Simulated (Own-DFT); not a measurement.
# How much smaller does PBEsol make it? diamond-structure SiGeSn with randomly placed atoms, 64 atoms (Ge44Si16Sn4)

Source: density functional calculations with Own-DFT, an unreviewed in-house program that is no longer used. Nothing was measured or relaxed, and spin and spin-orbit coupling are left out.

Caveats: forces on such cells moved up to 12 meV/angstrom on a denser k mesh; stress not checked against mesh or cutoff.

Each geometry was run with PBE and with PBEsol, otherwise alike: PseudoDojo norm-conserving scalar-relativistic files made for PBE; cutoff 49 hartree; 3 x 3 x 3 k mesh centred on Gamma; Fermi-Dirac smearing of 0.1 eV. Unstrained cell vectors in Å: (11.306, 0.000, 0.000); (0.000, 11.306, 0.000); (0.000, 0.000, 11.306). Each has a uniform strain, of which the change of volume is shown, and random moves of rms u per axis. The random placing of the alloy's atoms differs from row to row.

| run | volume change (%) | u (Å) | P with PBE (GPa) | P with PBEsol (GPa) |
|---|---|---|---|---|
| 1 | 3.02 | 0.0490 | 1.96 | -0.56 |
| 2 | -2.98 | 0.0520 | 7.03 | 4.20 |
| 3 | 1.00 | 0.0537 | 3.47 | 0.85 |
| 4 | 3.02 | 0.0519 | 2.15 | -0.38 |
| 5 | -5.91 | 0.0515 | 10.07 | 7.06 |
| 6 | -5.91 | 0.0523 | 10.40 | 7.39 |
| 7 | -1.99 | 0.0495 | 5.93 | 3.15 |
| 8 | 1.00 | 0.0512 | 3.57 | 0.95 |
| 9 | -1.49 | 0.0495 | 5.72 | 2.97 |
| 10 | 3.53 | 0.0478 | 1.76 | -0.74 |
| 11 | 3.02 | 0.0531 | 2.11 | ? |

Asked: by how much does PBEsol shrink this cell, and what belongs in the blank?

## Worked answer

Write v for the change of volume as a fraction. Fitted to v and u², the PBE pressure has a slope of -90 ± 3 GPa in v, with the ions held to the strained lattice. The difference PBEsol less PBE is -2.68 + 5.4 v GPa (slope ± 0.1) and averages -2.72 GPa. Divided by the mean slope of the two, 87 GPa, that makes PBEsol's volume at a given pressure, near 4 GPa, about 3.1 % smaller, or 1.04 % in lengths. At one volume PBEsol's slope is the smaller by 5 GPa, but its pressure there is lower too. If stiffness rises by about 4 GPa for each GPa, PBEsol at equal pressure is stiffer by about 5 GPa. Files made for PBEsol would give a different shift.

For run 11 the line gives -0.40 GPa. The calculation gave -0.41 GPa.
